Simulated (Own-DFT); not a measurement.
# Strain and stress in 2H SiC, 72 atoms (C36Si36)

All numbers below are calculated, not measured. The program, named Own-DFT, is a retired in-house plane-wave density functional code that no person has reviewed. Each row is one single-point run on a periodic cell that was not relaxed, without spin or spin-orbit coupling.

Settings of every run: PBE; PseudoDojo norm-conserving scalar-relativistic files; cutoff 42 hartree; 4 x 4 x 3 k mesh centred on Gamma; Fermi-Dirac smearing of 0.1 eV.

Known limits: forces on such cells passed a denser k mesh, each cell not checked; stress not checked against mesh or cutoff.

Unstrained cell vectors in Å: (9.248, 0.000, 0.000); (-4.624, 8.009, 0.000); (0.000, 0.000, 10.068). The unstrained cell has measured lattice constants (interpolated for alloys), not those of this functional. That, the random moves and any unrelaxed bonds set the pressure at no strain. Each run strains this cell uniformly, with the atoms carried along. Every atom was also moved at random, by a Gaussian of width 0.05 Å on each axis. Strain is the symmetric tensor, in per cent. Stress is positive in tension, and the pressure is minus a third of its trace.

```
run,e_xx (%),e_yy (%),e_zz (%),e_yz (%),e_xz (%),e_xy (%),s_xx (GPa),s_yy (GPa),s_zz (GPa),s_yz (GPa),s_xz (GPa),s_xy (GPa),P (GPa),E (meV/atom)
1,1.08,0.07,0.87,0.98,0.52,-1.06,1.33,-2.28,-1.59,3.27,2.43,-5.19,0.85,0.0
2,1.62,0.20,-0.87,-1.37,1.63,1.88,3.98,-3.67,-12.83,-3.94,4.46,9.83,4.17,48.3
3,1.28,0.22,0.66,-0.93,1.20,1.28,2.21,-2.20,-3.25,-1.81,3.80,5.80,1.08,26.0
4,-1.40,0.14,1.52,-0.14,-1.60,-0.92,-10.36,-5.85,0.71,-0.98,-4.61,-4.91,5.17,26.8
5,-1.40,-1.23,-0.15,-1.97,-1.39,1.39,-14.05,-15.71,-7.66,-8.49,-4.64,4.76,12.48,33.8
6,1.28,1.32,0.81,0.03,0.50,1.34,4.61,3.37,-3.19,0.29,1.32,5.84,-1.60,25.3
7,-0.56,-0.90,-0.16,-1.85,-1.78,0.16,-9.28,-9.25,-11.14,-6.23,-6.39,0.18,9.89,43.3
8,-1.17,-0.92,-1.58,0.99,1.39,1.99,-13.72,-11.69,-20.38,4.13,5.63,10.15,15.26,56.7
9,1.67,-1.99,1.18,-0.68,0.91,0.71,3.88,-14.92,0.27,-1.45,3.15,4.23,3.59,6.0
10,1.69,-1.92,0.30,-0.51,0.55,-0.73,1.96,-13.05,-5.73,-1.44,2.01,-4.03,5.61,27.3
11,-0.64,0.88,1.16,-0.46,1.04,-0.93,-8.48,0.45,-0.88,-0.94,4.36,-5.99,2.97,39.3
12,1.29,-1.90,0.35,1.81,0.22,-0.17,-0.52,-12.67,-5.83,6.25,1.04,-0.94,6.34,30.5
13,-1.05,0.73,1.85,0.95,1.95,-0.71,-8.06,-0.68,2.77,2.48,5.91,-1.94,1.99,21.0
14,0.34,-1.29,0.14,-0.81,1.14,0.26,-4.51,-8.79,-9.15,-2.46,4.45,0.93,7.48,27.0
15,-1.75,0.53,1.56,1.56,-0.08,1.52,-13.18,-3.71,1.72,4.84,0.83,7.21,5.06,32.7
16,0.76,-1.35,-1.89,1.27,-0.02,-1.61,-2.40,-11.72,-20.46,4.50,-0.64,-7.38,11.52,33.2
17,-0.92,0.56,-1.54,1.14,0.28,-0.48,?,?,?,?,?,?,?,?
```

E is the free energy for each atom above the lowest run shown.

## Worked fit

Each stress component was fitted by least squares to a constant and the strains of the runs shown, as fractions, with shears doubled. Shear strains stay in the fit of a normal stress only where such slopes are resolved. The slopes, in GPa:

| stress | at no strain | per e_xx | per e_yy | per e_zz | scatter |
|---|---|---|---|---|---|
| s_xx | -5.0 | 550 ± 18 | 106 ± 23 | 64 ± 23 | 0.86 |
| s_yy | -4.9 | 114 ± 29 | 536 ± 37 | 41 ± 37 | 1.39 |
| s_zz | -8.5 | 41 ± 23 | 0 ± 29 | 664 ± 28 | 1.07 |

Each shear stress against twice its own strain: yz 168 ± 8, xz 168 ± 9, xy 242 ± 10 GPa. These are stiffnesses along x, y and z of the frame in which the cell vectors are given, which need not be the crystal's axes. The atoms are held to the strained lattice; where symmetry lets them move under strain, relaxing them would lower some slopes. The table should be nearly symmetric about its diagonal, and what it lacks of that shows the noise. A ninth of its sum, 235 ± 5 GPa, estimates the bulk modulus near the mean pressure of these runs, 5.7 GPa, so it lies above the value at zero pressure.

## Withheld run

Question: what normal stresses and pressure should run 17 give?

The fit gives s_xx = -10.4, s_yy = -3.6, s_zz = -19.1 and P = 11.0 GPa. The calculation gave -8.64, -4.37, -16.69 and P = 9.90 GPa.
